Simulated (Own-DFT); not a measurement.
# One host, several defects: D0_22 TiAl3

No measurement is shown. These are fixed-geometry runs of a retired plane-wave code named Own-DFT, which no person has reviewed; spin and spin-orbit coupling are neglected.

All runs used: PBE; PseudoDojo norm-conserving scalar-relativistic files; cutoff 42 hartree; 4 x 4 x 4 k mesh centred on Gamma; cold (Marzari-Vanderbilt) smearing of 0.2 eV.

Limits: forces on such cells failed a check on a denser k mesh; stress not checked against mesh or cutoff.

All runs share one cell, with vectors in Å (-2.365, -6.981, 4.326); (-7.667, 3.491, 1.442); (-2.950, -3.488, -7.241) and a volume of 625.4 Å³. The atoms are randomly displaced, by u rms on each axis. The defect's site can differ from row to row.

```
cell,formula,u (Å),P (GPa)
no defect,Al30Ti10,0.0178,1.95
no defect,Al30Ti10,0.0458,2.47
no defect,Al30Ti10,0.0502,2.68
two Al vacancies,Al28Ti10,0.0308,1.13
two Al vacancies,Al28Ti10,0.0488,1.75
two Al vacancies,Al28Ti10,0.0530,1.68
two Ti on an Al site each,Al28Ti12,0.0300,3.10
two Ti on an Al site each,Al28Ti12,0.0325,3.40
two Ti on an Al site each,Al28Ti12,0.0520,3.60
two Al on a Ti site each,Al32Ti8,0.0317,2.94
two Al on a Ti site each,Al32Ti8,0.0322,2.93
two Al on a Ti site each,Al32Ti8,0.0510,?
two Al on a Ti site each,Al32Ti8,0.0512,3.43
```

## Worked fit

P = P0 + c u² + a shift for each defect gives P0 = 1.88 GPa, c = 295 ± 37 GPa/Å² and a scatter of 0.11 GPa. The shifts, and each times the cell's volume:

- two Ti on an Al site each: 1.03 ± 0.09 GPa, 4.0 eV (2.0 eV for each of its 2 sites)
- two Al on a Ti site each: 0.76 ± 0.09 GPa, 3.0 eV (1.5 eV for each of its 2 sites)
- two Al vacancies: -0.96 ± 0.09 GPa, -3.8 eV (-1.9 eV for each of its 2 sites)

Positive is outwards. The product with the volume (160.2 GPa Å³ to the eV) is nearly free of the cell's size; divided by the bulk modulus at the cell's pressure it gives the volume that the defect adds. The atoms around the defects weren't relaxed, which would change these numbers.

## Check

Asked: what pressure belongs in the blank (two Al on a Ti site each, u = 0.0510 Å)?

From the fit: 3.41 ± 0.13 GPa. The run itself gave 3.46 GPa.
